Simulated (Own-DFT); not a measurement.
# Stretching a layer in its plane: wurtzite AlGaN with randomly placed atoms, 72 atoms (Al27Ga9N36)

Calculated, not measured: single-point runs of Own-DFT, a retired in-house plane-wave DFT program that no person has reviewed, on unrelaxed cells, without spin or spin-orbit coupling.

Common settings: PBE; PseudoDojo norm-conserving scalar-relativistic files (stringent for Ga); cutoff 96 hartree; 4 x 4 x 3 k mesh centred on Gamma; Gaussian smearing of 0.01 eV.

Known weak points: forces on such cells passed a denser k mesh, each cell not checked; stress not checked against mesh or cutoff.

Unstrained cell vectors in Å: (9.394, 0.000, 0.000); (-4.697, 8.135, 0.000); (0.000, 0.000, 10.066). The unstrained cell has measured lattice constants (interpolated for alloys), not those of this functional. That, the random moves and any unrelaxed bonds set the pressure at no strain. Each run strains x and y alike by e, as a substrate would, and holds the height along z. Each coordinate of each atom was shifted by a normal deviate of width 0.05 Å. The random placing of the alloy's atoms differs from row to row. Stress is positive in tension.

| e (%) | u (Å) | (s_xx + s_yy)/2 (GPa) | s_zz (GPa) |
|---|---|---|---|
| -2.75 | 0.053 | -22.03 | -14.83 |
| -2.25 | 0.051 | -19.93 | -11.17 |
| -2.00 | 0.049 | -17.40 | -11.67 |
| -1.50 | 0.050 | ? | ? |
| 0.25 | 0.047 | -4.31 | -6.40 |
| 0.75 | 0.049 | -2.16 | -5.34 |
| 1.25 | 0.048 | 1.16 | -5.33 |
| 2.00 | 0.049 | 4.15 | -2.77 |
| 2.25 | 0.052 | 5.41 | -5.96 |
| 2.50 | 0.051 | 6.51 | -2.26 |

## Fit

With e as a fraction, the in-plane stress is -5.8 + 547 e - 2097 e² GPa (errors 8 and 617, scatter 0.43), and s_zz is -7.7 + 199 e GPa (slope ± 24, scatter 1.40). At e = 0 the first slope is C11 + C12 and the second 2 C13, both with the ions held to the strained lattice and at the cell's own pressure. The term in e² is negative: the layer stiffens under compression and softens under tension. A free layer would change its height as e changes, and the in-plane slope would drop by 2 C13²/C33 to the biaxial modulus. At fixed height, a misfit of 1 % moves the in-plane stress by about 5.5 GPa and s_zz by 2.0 GPa.

## The run left out

Q: what are the two stresses at e = -1.50 %?

The fitted form gives -14.5 and -10.7 GPa. The hidden result is -14.69 and -10.24 GPa.
